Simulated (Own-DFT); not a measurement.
HfTi23O48 (rutile with substituted atoms, atoms displaced) (calculated)

A calculation, not a measurement: plane-wave PBE density functional theory by an unreviewed code, no spin, of a simulated periodic cell, stress positive in tension, free energy of the whole cell less one offset for each atom, defect cell not probed for a lower state with spin; hafnium file: forces about 75 meV/angstrom off all-electron values; oxygen file: force components 24 meV/angstrom off all-electron in one glass; forces on such cells passed a denser k mesh, this cell's mesh not checked; offsets are fitted by least squares, one for each functional and potential file, so energies compare only between cells with the same atoms and settings and are not formation energies; the far tail of each file's local potential was reset to the Coulomb form; each entry is a single point on an unrelaxed cell, so the pressure reflects the starting lattice, mostly measured values (interpolated for alloys), from which strain is counted, and rises with the displacements; printed positions are rounded, which can move forces by about a meV/angstrom; the program, named Own-DFT, is a retired in-house code; no spin-orbit coupling; before rounding, a Quantum ESPRESSO 7.3.1 run of the same cell and cutoff gave forces within 1 meV/angstrom rms on each cell, which checks the program and not the settings. Program: Own-DFT development build.

Common to all runs: functional PBE; potential files PseudoDojo norm-conserving, scalar-relativistic, standard set; wave cutoff 72 hartree; occupations Fermi-Dirac; smearing width 0.1 eV; k mesh 3 x 3 x 3 centred on Gamma.

(1) HfTi23O48 (rutile with substituted atoms, atoms displaced)

```cif
# cell vector a (Å): 9.1874 0.0000 0.0000
# cell vector b (Å): 0.0000 9.1874 0.0000
# cell vector c (Å): 0.0000 0.0000 8.8761
data_HfTi23O48
_symmetry_space_group_name_H-M 'P 1'
_symmetry_Int_Tables_number 1
_cell_length_a 9.1874
_cell_length_b 9.1874
_cell_length_c 8.8761
_cell_angle_alpha 90.000
_cell_angle_beta 90.000
_cell_angle_gamma 90.000
_cell_volume 749.22
loop_
_atom_site_label
_atom_site_type_symbol
_atom_site_fract_x
_atom_site_fract_y
_atom_site_fract_z
_atom_site_occupancy
Ti1 Ti 0.99012 0.00521 0.99060 1
Ti2 Ti 0.24368 0.25815 0.15687 1
O1 O 0.16198 0.15050 0.99875 1
O2 O 0.34696 0.35051 0.00051 1
O3 O 0.39946 0.09594 0.16009 1
O4 O 0.09365 0.40430 0.16934 1
Ti3 Ti 0.99984 0.00895 0.32026 1
Ti4 Ti 0.24991 0.24829 0.50128 1
O5 O 0.14935 0.15449 0.33331 1
O6 O 0.34294 0.34790 0.32980 1
O7 O 0.40054 0.09563 0.50283 1
O8 O 0.09247 0.40520 0.49825 1
Ti5 Ti 0.99358 0.99714 0.67445 1
Hf1 Hf 0.25868 0.25507 0.83245 1
O9 O 0.14962 0.14414 0.66499 1
O10 O 0.35383 0.35855 0.67393 1
O11 O 0.39810 0.09022 0.83230 1
O12 O 0.09522 0.40485 0.83837 1
Ti6 Ti 0.99337 0.51203 0.00329 1
Ti7 Ti 0.24537 0.75828 0.16224 1
O13 O 0.14755 0.65052 0.99286 1
O14 O 0.34068 0.85209 0.00327 1
O15 O 0.40245 0.60031 0.15679 1
O16 O 0.08769 0.89916 0.16980 1
Ti8 Ti 0.98890 0.50899 0.32940 1
Ti9 Ti 0.25527 0.74806 0.49979 1
O17 O 0.14997 0.66534 0.33200 1
O18 O 0.34616 0.85055 0.33601 1
O19 O 0.39587 0.59801 0.50106 1
O20 O 0.09388 0.90621 0.49809 1
Ti10 Ti 0.99804 0.51046 0.67459 1
Ti11 Ti 0.24046 0.74033 0.83592 1
O21 O 0.14920 0.65562 0.66289 1
O22 O 0.35388 0.83852 0.66856 1
O23 O 0.40254 0.60013 0.83133 1
O24 O 0.09756 0.91075 0.83471 1
Ti12 Ti 0.50224 0.99239 0.00540 1
Ti13 Ti 0.74979 0.24706 0.16576 1
O25 O 0.65856 0.14582 0.99839 1
O26 O 0.83876 0.34398 0.00299 1
O27 O 0.91588 0.09075 0.16639 1
O28 O 0.59192 0.40410 0.17302 1
Ti14 Ti 0.49783 0.00507 0.33329 1
Ti15 Ti 0.75202 0.25390 0.50709 1
O29 O 0.65778 0.14228 0.34086 1
O30 O 0.85835 0.35461 0.32977 1
O31 O 0.90621 0.10032 0.50157 1
O32 O 0.60072 0.40323 0.50029 1
Ti16 Ti 0.50884 0.00179 0.67214 1
Ti17 Ti 0.74660 0.25015 0.82579 1
O33 O 0.65154 0.15025 0.66477 1
O34 O 0.84369 0.34338 0.66617 1
O35 O 0.91159 0.09769 0.82603 1
O36 O 0.58825 0.39254 0.84209 1
Ti18 Ti 0.50189 0.49800 0.99459 1
Ti19 Ti 0.75105 0.74821 0.16227 1
O37 O 0.65479 0.64857 0.00804 1
O38 O 0.84235 0.85211 0.01046 1
O39 O 0.90658 0.60415 0.16342 1
O40 O 0.60403 0.89747 0.16505 1
Ti20 Ti 0.50280 0.49712 0.33981 1
Ti21 Ti 0.75155 0.74897 0.50324 1
O41 O 0.64451 0.66225 0.33016 1
O42 O 0.83643 0.84286 0.32584 1
O43 O 0.90195 0.59241 0.49499 1
O44 O 0.59545 0.90352 0.51029 1
Ti22 Ti 0.49693 0.50107 0.66726 1
Ti23 Ti 0.74447 0.74978 0.83765 1
O45 O 0.65508 0.64938 0.66186 1
O46 O 0.84397 0.85171 0.66159 1
O47 O 0.90353 0.59173 0.82730 1
O48 O 0.59007 0.90452 0.83067 1
```

```
free energy of cell above offsets : -16.716 eV
pressure                          : 9.86 GPa
stress xx                         : -9.04 GPa
stress yy                         : -9.08 GPa
stress zz                         : -11.46 GPa
stress yz                         : -0.31 GPa
stress xz                         : 0.88 GPa
stress xy                         : -0.11 GPa
```

Force:
```tsv
element	x (eV/Å)	y (eV/Å)	z (eV/Å)
Ti	1.853	-0.567	1.11
Ti	-0.244	-0.296	2.19
O	-2.167	-1.236	1.777
O	1.423	1.507	2.194
O	0.853	-0.187	0.576
O	0.031	0.229	-1.159
Ti	1.44	-1.801	4.686
Ti	-1.566	-0.145	-1.444
O	0.545	0.302	-0.019
O	0.603	0.227	0.51
O	0.08	0.527	-0.403
O	0.764	-0.259	0.553
Ti	2.388	-0.503	-4.902
Hf	-1.959	-1.856	-1.019
O	0.531	1.02	-1.173
O	0.671	0.489	-3.169
O	1.596	-0.736	0.331
O	-1.346	1.084	-0.307
Ti	1.036	-2.321	-0.074
Ti	0.551	-0.459	2.184
O	-0.295	0.005	0.771
O	0.16	-0.286	-0.779
O	-0.268	-0.008	0.304
O	0.955	-0.601	-1.249
Ti	2.344	-0.854	1.659
Ti	-0.974	2.184	-0.481
O	-0.297	-1.009	-0.315
O	0.516	0.233	-0.748
O	1.145	-1.139	0.298
O	0.299	-0.682	0.362
Ti	2.22	-2.032	-2.905
Ti	1.506	1.904	-1.898
O	-0.678	-0.453	0.987
O	-0.601	0.14	0.36
O	0.229	-0.12	0.258
O	0.342	-1.486	0.684
Ti	-0.952	0.588	0.423
Ti	-0.519	0.462	0.292
O	0.01	-0.096	0.17
O	0.645	0.593	-0.271
O	-3.051	2.993	-2.001
O	1.071	-1.08	-0.408
Ti	-0.375	-0.376	0.655
Ti	1.226	-1.369	-2.157
O	0.242	0.88	-0.746
O	-2.013	-1.567	-0.248
O	-1.247	0.78	-0.062
O	-0.185	0.104	0.19
Ti	-2.427	-0.776	-1.394
Ti	-0.166	0.171	1.693
O	0.603	0.757	0.392
O	0.394	0.804	0.863
O	-2.306	1.917	1.554
O	1.107	-0.213	-1.366
Ti	-1.128	0.961	2.734
Ti	-0.767	0.682	3.109
O	0.036	-0.247	-2.368
O	0.444	0.179	-2.604
O	-0.513	0.179	-0.441
O	-1.424	1.096	-0.213
Ti	-0.78	0.831	-1.765
Ti	-0.33	0.87	-2.221
O	-0.388	-1.375	0.662
O	1.029	0.71	1.058
O	-1.089	1.186	1.283
O	0.435	-0.423	-0.962
Ti	-0.22	0.613	-0.47
Ti	-0.544	0.343	-0.751
O	0.022	-0.09	1.511
O	-0.53	-0.927	1.507
O	-2.212	2.078	1.557
O	2.212	-2.054	1.046
```

(2) HfTi23O48 (rutile with substituted atoms, atoms displaced)

```cif
# cell vector a (Å): 9.1874 0.0000 0.0000
# cell vector b (Å): 0.0000 9.1874 0.0000
# cell vector c (Å): 0.0000 0.0000 8.8761
data_HfTi23O48
_symmetry_space_group_name_H-M 'P 1'
_symmetry_Int_Tables_number 1
_cell_length_a 9.1874
_cell_length_b 9.1874
_cell_length_c 8.8761
_cell_angle_alpha 90.000
_cell_angle_beta 90.000
_cell_angle_gamma 90.000
_cell_volume 749.22
loop_
_atom_site_label
_atom_site_type_symbol
_atom_site_fract_x
_atom_site_fract_y
_atom_site_fract_z
_atom_site_occupancy
Ti1 Ti 0.99457 0.99116 0.00791 1
Ti2 Ti 0.25882 0.25358 0.17620 1
O1 O 0.15409 0.15194 0.99887 1
O2 O 0.34699 0.34730 0.99642 1
O3 O 0.39253 0.09612 0.16214 1
O4 O 0.09289 0.39136 0.17449 1
Ti3 Ti 0.00345 0.01098 0.33203 1
Ti4 Ti 0.25828 0.25267 0.50349 1
O5 O 0.15333 0.14389 0.33196 1
O6 O 0.34798 0.34482 0.33491 1
O7 O 0.39412 0.10856 0.49364 1
O8 O 0.09078 0.40143 0.48960 1
Ti5 Ti 0.98791 0.99825 0.67330 1
Ti6 Ti 0.25132 0.25903 0.82864 1
O9 O 0.14088 0.13919 0.67443 1
O10 O 0.34038 0.33573 0.66949 1
O11 O 0.41316 0.08619 0.83658 1
O12 O 0.09771 0.39243 0.84129 1
Ti7 Ti 0.99197 0.50108 0.98934 1
Ti8 Ti 0.26078 0.74196 0.17558 1
O13 O 0.15427 0.64537 0.01644 1
O14 O 0.34992 0.84139 0.01141 1
O15 O 0.40393 0.60556 0.15694 1
O16 O 0.10258 0.90997 0.15489 1
Ti9 Ti 0.99524 0.51115 0.34055 1
Ti10 Ti 0.22860 0.75306 0.49460 1
O17 O 0.16867 0.64226 0.33414 1
O18 O 0.36533 0.85409 0.34528 1
O19 O 0.40671 0.59217 0.50832 1
O20 O 0.09140 0.89594 0.47924 1
Ti11 Ti 0.99320 0.50955 0.65434 1
Ti12 Ti 0.25299 0.74993 0.83992 1
O21 O 0.15745 0.65384 0.67189 1
O22 O 0.34257 0.84337 0.65711 1
O23 O 0.40108 0.59272 0.83485 1
O24 O 0.09958 0.90725 0.83353 1
Ti13 Ti 0.49074 0.00343 0.00415 1
Ti14 Ti 0.75313 0.26523 0.18024 1
O25 O 0.64489 0.13780 0.01516 1
O26 O 0.84380 0.34110 0.99205 1
O27 O 0.89926 0.09218 0.16471 1
O28 O 0.59761 0.40925 0.17242 1
Ti15 Ti 0.50094 0.00450 0.32541 1
Ti16 Ti 0.75116 0.25660 0.50145 1
O29 O 0.65280 0.15909 0.34098 1
O30 O 0.85124 0.35247 0.33364 1
O31 O 0.91303 0.10677 0.50625 1
O32 O 0.60181 0.39579 0.51912 1
Ti17 Ti 0.49583 0.01242 0.67450 1
Ti18 Ti 0.74251 0.23506 0.83373 1
O33 O 0.63628 0.15041 0.67551 1
O34 O 0.84774 0.34588 0.66778 1
O35 O 0.90143 0.09588 0.84724 1
O36 O 0.61002 0.40244 0.82694 1
Hf1 Hf 0.49572 0.48767 0.00352 1
Ti19 Ti 0.75547 0.74504 0.16274 1
O37 O 0.65723 0.65189 0.99763 1
O38 O 0.84304 0.83732 0.99723 1
O39 O 0.90048 0.59032 0.16098 1
O40 O 0.58418 0.89869 0.16842 1
Ti20 Ti 0.48207 0.49520 0.34413 1
Ti21 Ti 0.75880 0.75734 0.50301 1
O41 O 0.63662 0.63802 0.34979 1
O42 O 0.84079 0.85152 0.33159 1
O43 O 0.91747 0.59000 0.50583 1
O44 O 0.59452 0.91016 0.49827 1
Ti22 Ti 0.49642 0.48474 0.65634 1
Ti23 Ti 0.74895 0.75239 0.82711 1
O45 O 0.64080 0.65153 0.66466 1
O46 O 0.83562 0.85507 0.67233 1
O47 O 0.90965 0.62823 0.83370 1
O48 O 0.60471 0.91168 0.82296 1
```

```
free energy of cell above offsets : -13.059 eV
pressure                          : 11.04 GPa
stress xx                         : -9.82 GPa
stress yy                         : -9.51 GPa
stress zz                         : -13.79 GPa
stress yz                         : 0.16 GPa
stress xz                         : -0.8 GPa
stress xy                         : 0.45 GPa
```

Force:
```tsv
element	x (eV/Å)	y (eV/Å)	z (eV/Å)
Ti	1.397	0.966	-0.55
Ti	-3.728	-1.125	-3.423
O	0.374	0.205	0.065
O	-2.039	-2.496	0.516
O	0.326	0.449	0.641
O	0.128	0.797	-0.069
Ti	-0.336	0.462	-0.979
Ti	-2.258	-2.687	-0.171
O	0.58	1.064	0.255
O	0.169	0.332	0.723
O	0.249	0.076	0.376
O	0.693	-0.083	1.066
Ti	1.684	1.487	1.16
Ti	-3.543	-2.908	3.627
O	1.562	1.412	-0.671
O	1.652	1.686	-1.144
O	-3.119	2.571	0.446
O	-0.632	1.351	-0.593
Ti	1.112	-0.669	0.663
Ti	-0.183	1.779	-1.672
O	-0.316	0.107	-0.768
O	-0.263	0.092	-1.087
O	-0.282	-0.19	3.333
O	0.311	-1.214	1.879
Ti	2.418	-2.483	-4.629
Ti	2.779	1.729	2.841
O	-1.423	-0.78	-0.273
O	-2.559	-1.647	-0.369
O	-1.159	-0.407	-0.672
O	-0.355	-0.592	1.465
Ti	2.726	-3.068	5.097
Ti	0.929	0.211	-0.655
O	-1.405	-1.15	-0.692
O	-0.152	0.305	0.794
O	-1.323	1.119	-1.69
O	-0.167	-1.071	-0.291
Ti	1.517	-1.283	-0.061
Ti	-0.495	-1.295	-2.598
O	0.969	1.806	-0.575
O	-0.047	0.637	1
O	-0.684	0.871	0.658
O	1.774	-2.166	2.916
Ti	0.548	-1.577	1.448
Ti	0.874	-1.344	0.633
O	0.379	0.495	-0.362
O	-0.481	0.092	1.104
O	-1.103	-0.116	-0.503
O	-0.096	-0.532	-2.472
Ti	-0.077	-3.732	-2.146
Ti	0.079	0.574	1.639
O	2.172	1.776	-1.35
O	0.276	0.325	0.069
O	-0.82	0.02	-1.891
O	-0.135	-0.976	-0.725
Hf	2.631	2.074	-3.163
Ti	-1.62	-0.062	-0.651
O	0.302	0.564	0.457
O	0.6	1.185	1.289
O	-0.349	0.623	1.002
O	1.337	-0.414	0.15
Ti	2.638	3.112	-1.015
Ti	-4.294	0.751	-1.104
O	1.828	0.916	-0.258
O	0.03	-0.979	0.326
O	-4.077	4.53	-1.733
O	1.256	-0.441	-0.044
Ti	0.558	2.964	4.032
Ti	-3.263	-0.64	1.33
O	1.572	0.362	-0.267
O	1.036	0.089	-1.761
O	1.575	-3.011	-0.626
O	-0.253	-0.828	0.705
```

(3) HfTi23O48 (rutile with substituted atoms, atoms displaced)

```cif
# cell vector a (Å): 9.1874 0.0000 0.0000
# cell vector b (Å): 0.0000 9.1874 0.0000
# cell vector c (Å): 0.0000 0.0000 8.8761
data_HfTi23O48
_symmetry_space_group_name_H-M 'P 1'
_symmetry_Int_Tables_number 1
_cell_length_a 9.1874
_cell_length_b 9.1874
_cell_length_c 8.8761
_cell_angle_alpha 90.000
_cell_angle_beta 90.000
_cell_angle_gamma 90.000
_cell_volume 749.22
loop_
_atom_site_label
_atom_site_type_symbol
_atom_site_fract_x
_atom_site_fract_y
_atom_site_fract_z
_atom_site_occupancy
Ti1 Ti 0.99661 0.01111 0.99449 1
Ti2 Ti 0.25129 0.25088 0.17714 1
O1 O 0.15348 0.17241 0.99416 1
O2 O 0.34705 0.34556 0.00793 1
O3 O 0.39581 0.10773 0.17918 1
O4 O 0.10557 0.40291 0.15578 1
Hf1 Hf 0.98891 0.99176 0.33875 1
Ti3 Ti 0.26121 0.25055 0.50585 1
O5 O 0.15273 0.14748 0.33887 1
O6 O 0.34535 0.34248 0.35545 1
O7 O 0.39265 0.10160 0.49859 1
O8 O 0.08262 0.40861 0.49756 1
Ti4 Ti 0.00700 0.01050 0.66102 1
Ti5 Ti 0.25718 0.24928 0.83343 1
O9 O 0.14642 0.14263 0.68083 1
O10 O 0.34546 0.35285 0.67551 1
O11 O 0.41043 0.10078 0.83016 1
O12 O 0.09282 0.38822 0.82692 1
Ti6 Ti 0.00308 0.50893 0.99056 1
Ti7 Ti 0.24669 0.75095 0.17213 1
O13 O 0.15154 0.66611 0.01237 1
O14 O 0.34290 0.84740 0.97868 1
O15 O 0.40622 0.59033 0.16142 1
O16 O 0.11744 0.90339 0.13909 1
Ti8 Ti 0.98528 0.50317 0.33140 1
Ti9 Ti 0.25162 0.74974 0.49677 1
O17 O 0.15489 0.64979 0.34186 1
O18 O 0.35806 0.85870 0.34069 1
O19 O 0.40079 0.58642 0.50216 1
O20 O 0.09911 0.88435 0.49783 1
Ti10 Ti 0.99953 0.49950 0.65846 1
Ti11 Ti 0.24605 0.74438 0.85046 1
O21 O 0.15305 0.65030 0.66439 1
O22 O 0.34645 0.85606 0.66922 1
O23 O 0.40825 0.59978 0.85057 1
O24 O 0.08888 0.90822 0.82808 1
Ti12 Ti 0.48913 0.99565 0.99976 1
Ti13 Ti 0.75425 0.24859 0.15663 1
O25 O 0.65708 0.14996 0.99220 1
O26 O 0.86120 0.34103 0.99555 1
O27 O 0.89946 0.10383 0.15443 1
O28 O 0.59853 0.39610 0.16562 1
Ti14 Ti 0.48919 0.99862 0.32170 1
Ti15 Ti 0.75263 0.25043 0.49319 1
O29 O 0.64822 0.14726 0.33260 1
O30 O 0.85181 0.34705 0.32367 1
O31 O 0.90803 0.10181 0.50734 1
O32 O 0.58542 0.40664 0.50377 1
Ti16 Ti 0.50091 0.00650 0.67135 1
Ti17 Ti 0.75031 0.24851 0.82778 1
O33 O 0.66284 0.12970 0.68576 1
O34 O 0.85108 0.35538 0.66359 1
O35 O 0.89391 0.09738 0.82497 1
O36 O 0.58926 0.39049 0.83789 1
Ti18 Ti 0.49624 0.50231 0.01552 1
Ti19 Ti 0.76129 0.75498 0.16491 1
O37 O 0.64889 0.65269 0.98979 1
O38 O 0.85047 0.85194 0.00917 1
O39 O 0.91054 0.60411 0.16313 1
O40 O 0.59107 0.89752 0.15250 1
Ti20 Ti 0.50812 0.49387 0.34218 1
Ti21 Ti 0.76598 0.75404 0.49932 1
O41 O 0.65461 0.65178 0.31848 1
O42 O 0.83546 0.84840 0.31634 1
O43 O 0.92183 0.58754 0.49042 1
O44 O 0.57980 0.89439 0.50134 1
Ti22 Ti 0.51542 0.50148 0.66919 1
Ti23 Ti 0.74732 0.74980 0.84259 1
O45 O 0.66364 0.64694 0.67499 1
O46 O 0.83807 0.85679 0.66636 1
O47 O 0.91075 0.59132 0.83003 1
O48 O 0.59306 0.91562 0.83952 1
```

```
free energy of cell above offsets : -13.481 eV
pressure                          : 11.22 GPa
stress xx                         : -10.43 GPa
stress yy                         : -10.64 GPa
stress zz                         : -12.58 GPa
stress yz                         : -0.34 GPa
stress xz                         : -0.43 GPa
stress xy                         : -0.77 GPa
```

Force:
```tsv
element	x (eV/Å)	y (eV/Å)	z (eV/Å)
Ti	1.263	0.493	-2.031
Ti	-1.997	1.43	-1.247
O	-1.227	-2.534	1.222
O	0.697	0.272	-0.265
O	0.924	-1.179	-1.455
O	-0.441	0.676	0.819
Hf	3.556	2.206	-2.315
Ti	-1.504	-0.25	0.772
O	-0.175	0.417	-0.105
O	0.983	1.479	-2.094
O	1.043	-0.324	0.392
O	2.232	-2.301	-0.614
Ti	0.642	-1.479	3.459
Ti	-0.257	1.093	1.484
O	1.264	1.135	-1.027
O	0.116	-0.041	-0.995
O	-1.22	0.835	0.813
O	0.085	1.661	0.32
Ti	0.723	-2.909	0.442
Ti	0.213	0.017	0.851
O	-0.933	-1.757	-0.121
O	1.563	1.606	2.868
O	-1.723	1.915	2.427
O	-0.969	0.616	1.721
Ti	3.234	-2.255	-2.552
Ti	1.298	-0.66	3.597
O	0.554	0.728	-2.024
O	-2.521	-2.506	-1.045
O	0.32	0.962	-0.29
O	-1.488	1.282	0.241
Ti	2.721	-0.975	1.796
Ti	0.004	-0.597	-5.3
O	0.289	0.176	0.083
O	-0.41	-0.813	-0.114
O	-0.79	0.224	-1.431
O	0.223	-0.859	0.714
Ti	1.094	0.868	-0.841
Ti	-1.021	0.212	-1.733
O	-0.325	0.213	1.152
O	-0.902	0.567	0.669
O	0.531	-0.929	0.901
O	0.347	-0.134	1.016
Ti	2.138	0.328	2.042
Ti	-0.118	-0.492	0.038
O	1.488	1.018	1.052
O	-1.192	-0.739	1.38
O	-1.83	1.243	-0.893
O	3.143	-2.719	0.061
Ti	-0.89	-1.917	-1.651
Ti	-0.397	0.818	1.143
O	0.478	2.01	-2.731
O	-2.126	-1.337	-0.991
O	1.251	-0.512	0.529
O	0.663	0.399	-1.1
Ti	0.114	-1.721	-2.873
Ti	-2.939	-2.501	-2.264
O	1.155	0.44	0.371
O	0.041	-0.068	-1.268
O	-0.706	0.297	-0.377
O	-0.247	0.402	0.697
Ti	-0.897	1.619	-1.438
Ti	-2.864	0.508	2.002
O	-0.025	-0.708	1.404
O	0.44	0.523	3.081
O	-4.801	5.115	1.244
O	2.306	-0.426	-0.369
Ti	-1.979	0.492	2.928
Ti	-0.123	0.455	-0.599
O	0.269	0.21	-1.106
O	-0.079	-1.16	-1.319
O	-1.457	2.034	0.461
O	1.168	-2.192	0.384
```

(4) HfTi23O48 (rutile with substituted atoms, atoms displaced)

```cif
# cell vector a (Å): 9.1874 0.0000 0.0000
# cell vector b (Å): 0.0000 9.1874 0.0000
# cell vector c (Å): 0.0000 0.0000 8.8761
data_HfTi23O48
_symmetry_space_group_name_H-M 'P 1'
_symmetry_Int_Tables_number 1
_cell_length_a 9.1874
_cell_length_b 9.1874
_cell_length_c 8.8761
_cell_angle_alpha 90.000
_cell_angle_beta 90.000
_cell_angle_gamma 90.000
_cell_volume 749.22
loop_
_atom_site_label
_atom_site_type_symbol
_atom_site_fract_x
_atom_site_fract_y
_atom_site_fract_z
_atom_site_occupancy
Ti1 Ti 0.00638 0.99446 0.00357 1
Ti2 Ti 0.26051 0.25511 0.16204 1
O1 O 0.16031 0.15263 0.99855 1
O2 O 0.34275 0.34268 0.99703 1
O3 O 0.40763 0.08954 0.16372 1
O4 O 0.10005 0.41056 0.16297 1
Ti3 Ti 0.01283 0.99807 0.33742 1
Ti4 Ti 0.24786 0.25704 0.49897 1
O5 O 0.15400 0.15760 0.33545 1
O6 O 0.34638 0.35691 0.33236 1
O7 O 0.40736 0.08909 0.50726 1
O8 O 0.10816 0.41327 0.49284 1
Ti5 Ti 0.00773 0.99971 0.66780 1
Ti6 Ti 0.24911 0.25768 0.83763 1
O9 O 0.15854 0.14857 0.67213 1
O10 O 0.34428 0.34442 0.66680 1
O11 O 0.40246 0.10088 0.82958 1
O12 O 0.08701 0.40811 0.83276 1
Ti7 Ti 0.01417 0.49098 0.99625 1
Ti8 Ti 0.25672 0.75401 0.16881 1
O13 O 0.13628 0.65412 0.00434 1
O14 O 0.35287 0.83026 0.99016 1
O15 O 0.40451 0.59644 0.16116 1
O16 O 0.09034 0.90623 0.16564 1
Ti9 Ti 0.00961 0.48900 0.33631 1
Ti10 Ti 0.25427 0.74741 0.50029 1
O17 O 0.15324 0.65848 0.33902 1
O18 O 0.35376 0.84184 0.33421 1
O19 O 0.39512 0.59994 0.50228 1
O20 O 0.09444 0.89881 0.49667 1
Ti11 Ti 0.99828 0.49443 0.65931 1
Ti12 Ti 0.24837 0.75018 0.83628 1
O21 O 0.14972 0.65421 0.65972 1
O22 O 0.35418 0.85234 0.66319 1
O23 O 0.39852 0.60455 0.82956 1
O24 O 0.09469 0.90561 0.83580 1
Ti13 Ti 0.50269 0.01091 0.00594 1
Ti14 Ti 0.74708 0.25932 0.16690 1
O25 O 0.65123 0.16724 0.00777 1
O26 O 0.84459 0.34004 0.99142 1
O27 O 0.90348 0.11172 0.17202 1
O28 O 0.59859 0.39958 0.17261 1
Ti15 Ti 0.49472 0.99719 0.33390 1
Ti16 Ti 0.75650 0.25272 0.50858 1
O29 O 0.65039 0.15563 0.33330 1
O30 O 0.84170 0.33994 0.33936 1
O31 O 0.90355 0.09461 0.50354 1
O32 O 0.59899 0.40268 0.49278 1
Ti17 Ti 0.48816 0.00389 0.66569 1
Ti18 Ti 0.75694 0.25191 0.83461 1
O33 O 0.64729 0.14667 0.66806 1
O34 O 0.84990 0.34609 0.66639 1
O35 O 0.89476 0.09772 0.82795 1
O36 O 0.60445 0.40549 0.83045 1
Ti19 Ti 0.50809 0.49767 0.00377 1
Hf1 Hf 0.74990 0.74560 0.16675 1
O37 O 0.65394 0.65346 0.00152 1
O38 O 0.84410 0.85363 0.00057 1
O39 O 0.89688 0.59637 0.16739 1
O40 O 0.59816 0.90436 0.15714 1
Ti20 Ti 0.50402 0.50840 0.33054 1
Ti21 Ti 0.74896 0.74556 0.50608 1
O41 O 0.65884 0.65633 0.33303 1
O42 O 0.85007 0.85498 0.32794 1
O43 O 0.90565 0.59909 0.50226 1
O44 O 0.59054 0.90251 0.49999 1
Ti22 Ti 0.49604 0.50464 0.66503 1
Ti23 Ti 0.75252 0.74814 0.83601 1
O45 O 0.64964 0.65049 0.66435 1
O46 O 0.84148 0.84708 0.67174 1
O47 O 0.90840 0.59733 0.83208 1
O48 O 0.58930 0.90535 0.82759 1
```

```
free energy of cell above offsets : -16.256 eV
pressure                          : 10.23 GPa
stress xx                         : -9 GPa
stress yy                         : -9.35 GPa
stress zz                         : -12.34 GPa
stress yz                         : 0.12 GPa
stress xz                         : -1.03 GPa
stress xy                         : 0.42 GPa
```

Force:
```tsv
element	x (eV/Å)	y (eV/Å)	z (eV/Å)
Ti	-2.356	1.437	-0.026
Ti	-0.782	-1.015	1.284
O	-0.575	-0.058	0.531
O	1.738	1.867	0.647
O	-2.475	2.017	0.769
O	1.142	-1.532	1.051
Ti	-3.05	0.632	-0.115
Ti	0.994	-1.359	0.245
O	0.672	0.257	-0.223
O	-0.029	-0.641	-0.199
O	-2.487	2.557	-2.942
O	0.338	-1.196	1.178
Ti	-1.438	0.591	-0.276
Ti	0.059	-2.007	-1.727
O	-0.518	0.403	-0.758
O	0.459	0.876	-0.145
O	-1.035	0.974	1.342
O	2.317	-2.108	-1.178
Ti	-2.884	2.214	0.902
Ti	-0.635	-0.544	-0.389
O	1.686	0.844	-0.086
O	-0.357	1.181	1.499
O	-0.387	0.215	0.021
O	1.976	-1.134	0.001
Ti	-2.444	2.07	-2.347
Ti	-0.798	0.3	1.404
O	-0.233	-0.605	-1.347
O	-0.527	0.149	-0.99
O	1.157	-0.884	-0.411
O	0.724	0.03	0.738
Ti	-0.783	2.365	1.311
Ti	-0.208	-0.287	-1.025
O	0.191	-0.119	0.492
O	-2.293	-1.76	0.438
O	0.501	-1.453	0.271
O	0.715	-0.563	0.025
Ti	2.08	-1.064	-2.922
Ti	1.587	-2.559	1.045
O	-1.443	-1.547	-0.868
O	1.481	1.732	1.005
O	0.867	-0.938	-0.693
O	-1.415	1.776	-0.552
Ti	2.928	0.513	1.548
Ti	-1.82	-2.36	-1.158
O	-0.628	-0.573	-0.054
O	2.077	1.98	0.139
O	0.368	0.309	0.18
O	-0.878	0.932	0.346
Ti	2.534	-0.447	1.717
Ti	-1.077	-1.781	-0.234
O	1.119	1.493	-0.349
O	0.698	0.725	0.022
O	1.081	-0.396	0.139
O	-1.469	0.882	0.252
Ti	0.9	0.547	-1.684
Hf	1.927	2.225	0.523
O	-2.548	-2.582	-2.893
O	1.411	1.03	-2.372
O	2.643	-2.951	0.344
O	-1.752	1.329	0.515
Ti	0.512	-0.501	1.646
Ti	0.329	2.016	-0.147
O	-3.092	-2.52	3.261
O	0.909	0.748	2.406
O	-0.068	-0.524	-0.37
O	1.073	-1.02	-0.93
Ti	0.706	-0.458	0.399
Ti	0.042	1.24	-0.698
O	-0.144	-0.277	0.099
O	0.479	-0.087	-0.444
O	-0.881	0.29	-0.53
O	1.094	-0.894	1.348
```
